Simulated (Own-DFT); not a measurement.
# Which defects push the lattice out? zincblende GaAs

The numbers are computed, not measured, by runs of the plane-wave DFT program Own-DFT (in-house, retired, unreviewed) at fixed positions, with no spin and no spin-orbit coupling.

Settings: PBE; PseudoDojo norm-conserving scalar-relativistic files; cutoff 42 hartree; 3 x 3 x 3 k mesh centred on Gamma; Fermi-Dirac smearing of 0.1 eV.

Caveats (not all hold for every row): not probed for a lower state with spin; forces not confirmed at this smearing and k mesh; stress not checked against mesh or cutoff.

All runs share one cell, with vectors in Å (11.737, 0.000, 0.000); (0.000, 11.737, 0.000); (0.000, 0.000, 10.833) and a volume of 1492.4 Å³, strained against the parent crystal. The atoms are randomly displaced, by u rms on each axis. The defect's site can differ from row to row.

```
cell,formula,u (Å),P (GPa)
no defect,As32Ga32,0.0277,1.22
no defect,As32Ga32,0.0308,1.28
no defect,As32Ga32,0.0453,1.39
one Al on a Ga site,AlAs32Ga31,0.0326,1.23
one Al on a Ga site,AlAs32Ga31,0.0503,1.52
one Al on a Ga site,AlAs32Ga31,0.0510,1.49
one As vacancy and one Ga vacancy,As31Ga31,0.0307,?
one As vacancy and one Ga vacancy,As31Ga31,0.0315,0.86
one As vacancy and one Ga vacancy,As31Ga31,0.0467,1.11
one As vacancy and one Ga vacancy,As31Ga31,0.0533,1.25
```

## Worked fit

P = P0 + c u² + a shift for each defect gives P0 = 1.07 GPa, c = 180 ± 18 GPa/Å² and a scatter of 0.04 GPa. The shifts, and each times the cell's volume:

- one Al on a Ga site: -0.03 ± 0.03 GPa, -0.2 eV (not resolved)
- one As vacancy and one Ga vacancy: -0.35 ± 0.03 GPa, -3.3 eV

Against the defect-free cell, a freed cell would be larger where the shift is positive and smaller where it is negative (160.2 GPa Å³ is 1 eV). The atoms around the defects weren't relaxed, which would change these numbers.

## Check

Question: what pressure belongs in the blank (one As vacancy and one Ga vacancy, u = 0.0307 Å)?

The fitted form gives 0.88 ± 0.05 GPa. The hidden result is 0.91 GPa.
